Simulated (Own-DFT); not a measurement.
Hf$_{36}$O$_{71}$ (tetragonal hafnia with one neutral oxygen vacancy, atoms displaced) (calculated)

Computed with Own-DFT development build. A calculation, not a measurement: plane-wave PBE and HSE06 DFT by an unreviewed code, no spin, of a simulated cell at Gamma alone, so results move with cell size and shape, stress positive in tension, energies less offsets, not probed for a lower state with spin; hafnium file: forces about 75 meV/angstrom off all-electron values; oxygen file: force components 24 meV/angstrom off all-electron in a glass; k mesh not checked against a denser one; forces and stress are PBE's, HSE06 gives the energy alone, and its difference from PBE has offsets of its own; offsets are fitted by least squares, one for each functional and potential file, so energies compare only between cells with the same atoms and settings and are not formation energies; the far tail of each file's local potential was reset to the Coulomb form; each entry is a single point on an unrelaxed cell, so the pressure reflects the starting lattice, taken from the Materials Project, from which strain is counted, and rises with the displacements; printed positions are rounded, which can move forces by about a meV/angstrom; the program is a retired in-house code; no spin-orbit coupling.

Hf$_{36}$O$_{71}$ (tetragonal hafnia with one neutral oxygen vacancy, atoms displaced)

```
Hf36O71
1.0
     10.7800     0.0000     0.0000
      0.0000    10.7800     0.0000
      0.0000     0.0000    10.4493
Hf O Hf O Hf O Hf O Hf O Hf O Hf O Hf O Hf O Hf O Hf O Hf O Hf O Hf O Hf O Hf O Hf O Hf O
2 4 2 4 2 4 2 3 2 4 2 4 2 4 2 4 2 4 2 4 2 4 2 4 2 4 2 4 2 4 2 4 2 4 2 4
Direct
  0.00606 0.01037 0.99306
  0.15345 0.16206 0.25542
  0.99187 0.17865 0.14419
  0.15292 0.98968 0.35563
  0.00487 0.18547 0.40763
  0.16392 0.99090 0.10439
  0.00655 0.01190 0.49556
  0.16245 0.16212 0.74501
  0.00128 0.17645 0.66199
  0.16821 0.99687 0.84325
  0.99633 0.16223 0.89181
  0.16257 0.00318 0.59030
  0.99559 0.33168 0.00382
  0.15445 0.50059 0.24085
  0.98613 0.50200 0.15198
  0.17126 0.34464 0.33821
  0.99456 0.50122 0.40815
  0.17410 0.33399 0.09773
  0.00450 0.32868 0.50077
  0.16909 0.50957 0.75249
  0.00331 0.50005 0.64753
  0.14832 0.33870 0.83525
  0.17106 0.34384 0.59873
  0.99830 0.67390 0.99927
  0.16329 0.82833 0.25455
  0.00030 0.84099 0.16717
  0.16897 0.67663 0.33249
  0.01066 0.83156 0.39846
  0.16348 0.66942 0.10779
  0.01175 0.66648 0.51025
  0.17340 0.83488 0.75047
  0.99145 0.83457 0.63950
  0.17344 0.66128 0.83764
  0.99968 0.83749 0.89670
  0.16185 0.66448 0.59666
  0.30993 0.00352 0.99298
  0.50453 0.17583 0.24829
  0.33094 0.17704 0.14238
  0.50776 0.01683 0.34105
  0.33334 0.18109 0.40539
  0.51637 0.99884 0.09750
  0.33218 0.98795 0.50062
  0.50126 0.15523 0.74427
  0.34802 0.16504 0.65635
  0.49888 0.99489 0.83538
  0.34386 0.17480 0.90682
  0.51186 0.99228 0.59059
  0.34430 0.33753 0.00044
  0.49853 0.51392 0.25122
  0.32510 0.48752 0.15209
  0.50281 0.33246 0.34439
  0.32504 0.49840 0.40563
  0.49757 0.32686 0.09610
  0.32827 0.32478 0.49265
  0.50033 0.49117 0.74783
  0.34365 0.50814 0.66005
  0.50133 0.34461 0.85180
  0.34288 0.50389 0.90412
  0.50853 0.33519 0.59324
  0.33342 0.67273 0.00030
  0.48557 0.84763 0.25052
  0.33440 0.83771 0.15530
  0.49783 0.66878 0.35725
  0.33353 0.83149 0.40474
  0.49850 0.67136 0.10375
  0.33921 0.66512 0.50089
  0.50684 0.83872 0.75394
  0.32277 0.85202 0.66433
  0.50801 0.66630 0.84985
  0.33154 0.82112 0.91457
  0.51219 0.66193 0.59469
  0.66684 0.01300 0.00497
  0.83855 0.15552 0.25557
  0.67289 0.16898 0.15891
  0.83743 0.99034 0.33806
  0.66204 0.16932 0.40558
  0.82645 0.99494 0.10235
  0.66361 0.00470 0.51327
  0.83509 0.17109 0.75769
  0.66544 0.16636 0.64250
  0.82402 0.00644 0.83759
  0.67419 0.16350 0.89154
  0.83900 0.00327 0.59197
  0.67088 0.35484 0.99265
  0.83415 0.50025 0.25142
  0.66772 0.49634 0.14899
  0.85039 0.33116 0.35268
  0.66448 0.49923 0.40767
  0.83373 0.32250 0.09856
  0.66260 0.33365 0.48264
  0.83819 0.50304 0.74733
  0.67154 0.49801 0.64304
  0.82539 0.33735 0.84753
  0.68196 0.50190 0.90335
  0.83228 0.32699 0.60298
  0.66036 0.65326 0.99500
  0.82812 0.83619 0.24469
  0.67067 0.83702 0.15689
  0.82313 0.66387 0.35231
  0.66462 0.83034 0.39524
  0.84146 0.67584 0.09668
  0.66276 0.66120 0.51693
  0.82475 0.84378 0.76293
  0.66649 0.83342 0.65815
  0.83041 0.67195 0.85323
  0.67247 0.83034 0.89573
  0.82517 0.66305 0.60545
```

```
first functional                 : PBE
second functional                : HSE06
exact exchange share             : 0.25
screening                        : 0.11 1/bohr
exchange divergence              : Gygi-Baldereschi
potential files                  : PseudoDojo norm-conserving, scalar-relativistic, made for PBE, standard set
wave cutoff                      : 48 hartree
occupations                      : fixed
k mesh                           : 1 x 1 x 1 centred on Gamma
PBE energy of cell above offsets : -85.825 eV
HSE06 less PBE above offsets     : 0.629 eV
PBE pressure                     : 6.79 GPa
PBE stress xx                    : -5.25 GPa
PBE stress yy                    : -8.23 GPa
PBE stress zz                    : -6.87 GPa
PBE stress yz                    : 0.2 GPa
PBE stress xz                    : 0.24 GPa
PBE stress xy                    : 0.07 GPa
```

Force:
| element | x (eV/Å) | y (eV/Å) | z (eV/Å) |
| --- | --- | --- | --- |
| Hf | -2.739 | -2.871 | 1.901 |
| Hf | 2.458 | 2.159 | -1.23 |
| O | 2.276 | -1.834 | 0.635 |
| O | 1.732 | 3.549 | -0.66 |
| O | 1.038 | -6.054 | -3.162 |
| O | -0.63 | 1.753 | -1.01 |
| Hf | -3.041 | -4.117 | 0.122 |
| Hf | 1.174 | 3.301 | -0.096 |
| O | 0.828 | -0.684 | -1.712 |
| O | 0.641 | 1.143 | 1.7 |
| O | 0.598 | 0.647 | 0.955 |
| O | 1.722 | 0.848 | 1.64 |
| Hf | 1.312 | 1.551 | -0.614 |
| Hf | 1.179 | 0.629 | 0.322 |
| O | 2.052 | -0.648 | -1.36 |
| O | -0.679 | -2.877 | 0.848 |
| O | 1.047 | 0.239 | -0.774 |
| O | -2.944 | -0.133 | -1.031 |
| Hf | -2.016 | 6.263 | 3.075 |
| Hf | -0.153 | -4.07 | -1.947 |
| O | -0.131 | 0.455 | 1.67 |
| O | 0.073 | -1.052 | 0.899 |
| O | 0.615 | -1.451 | -0.69 |
| Hf | -0.907 | -0.622 | 0.365 |
| Hf | -1.822 | 1.676 | -1.567 |
| O | 0.33 | 0.062 | -2.429 |
| O | 0.535 | -4.7 | 3.4 |
| O | -0.244 | -0.039 | 1.62 |
| O | 0.23 | -0.014 | -2.504 |
| Hf | -5.837 | 1.27 | -2.569 |
| Hf | -5.407 | -2.377 | -0.135 |
| O | 1.761 | 0.04 | 1.899 |
| O | -0.391 | 3.708 | 2.271 |
| O | 0.523 | 0.947 | 0.788 |
| O | 4.603 | 0.512 | 1.217 |
| Hf | 3.939 | 0.927 | 1.434 |
| Hf | -0.09 | 0.115 | -1.8 |
| O | -0.929 | -2.251 | 1.791 |
| O | -1.958 | -2.245 | 1.229 |
| O | -0.966 | -6.279 | -2.234 |
| O | -3.997 | -0.002 | 0.028 |
| Hf | 0.635 | 2.47 | 0.137 |
| Hf | 2.838 | 2.912 | 0.85 |
| O | -3.506 | -0.569 | -1.225 |
| O | -0.61 | 0.97 | 1.808 |
| O | -0.998 | -2.323 | -1.298 |
| O | -5.674 | -0.484 | 2.053 |
| Hf | -1.375 | 0.629 | 0.833 |
| Hf | -0.811 | -0.994 | 0.435 |
| O | 1.657 | 1.351 | 0.715 |
| O | -0.116 | 1.854 | 0.002 |
| O | 0.764 | 1.467 | 0.287 |
| O | 2.335 | 0.612 | 0.004 |
| Hf | 1.304 | 5.133 | 2.814 |
| Hf | 1.089 | 1.463 | -1.301 |
| O | -1.717 | 0.71 | -0.985 |
| O | 0.813 | -2.404 | 0.299 |
| O | -0.637 | 0.412 | -0.059 |
| O | -1.89 | 0.077 | 0.291 |
| Hf | -0.084 | -4.565 | 2.508 |
| Hf | 5.612 | -0.487 | 0.455 |
| O | -1.381 | 0.412 | -0.955 |
| O | -1.28 | 0.078 | -0.862 |
| O | 0.444 | 0.751 | 0.328 |
| O | -0.234 | -0.89 | -0.081 |
| Hf | 0.663 | -3 | -0.558 |
| Hf | 1.228 | -3.022 | -0.251 |
| O | 3.822 | -0.131 | -2.219 |
| O | 0.046 | -0.061 | -0.005 |
| O | -0.553 | 4.807 | -2.576 |
| O | -6.352 | 1.21 | 2.718 |
| Hf | 1.282 | -1.533 | -0.304 |
| Hf | -2.745 | 1.602 | -0.697 |
| O | -0.065 | -0.342 | -0.247 |
| O | 0.961 | 3.223 | 2.212 |
| O | 0.945 | -1.466 | -1.378 |
| O | 2.494 | 1.189 | -1.617 |
| Hf | 4.696 | -0.802 | -4.193 |
| Hf | -2.147 | 1.346 | -2.698 |
| O | -0.123 | -0.875 | 1.381 |
| O | 0.965 | -0.12 | 2.034 |
| O | -1.059 | 1.551 | 0.859 |
| O | -0.14 | 0.558 | 0.14 |
| Hf | -0.255 | -5.71 | 2.48 |
| Hf | -0.846 | 1.138 | 2.784 |
| O | -0.639 | 0.361 | -0.618 |
| O | -1.369 | -0.14 | -1.059 |
| O | -0.531 | 0.561 | -2.141 |
| O | -0.732 | 1.123 | -0.864 |
| Hf | 1.201 | 0.347 | 3.254 |
| Hf | -0.155 | 0.969 | -1.708 |
| O | -0.577 | -0.218 | 2.108 |
| O | 1.057 | 0.144 | 0.998 |
| O | -0.465 | 1.208 | -2.486 |
| O | 0.682 | 0.092 | -0.653 |
| Hf | 1.373 | 5.03 | 1.478 |
| Hf | -0.539 | -3.449 | 1.375 |
| O | -2.567 | -0.559 | -1.156 |
| O | 0.678 | -0.366 | -1.306 |
| O | -0.599 | 1.213 | 2.123 |
| O | -1.239 | -0.613 | -0.387 |
| Hf | 5.501 | 1.015 | -4.813 |
| Hf | 1.286 | -2.738 | -2.322 |
| O | -0.207 | 0.588 | -0.68 |
| O | 0.949 | -1.013 | -0.103 |
| O | -1.027 | 0.891 | 1.223 |
| O | 2.145 | -0.066 | 0.537 |
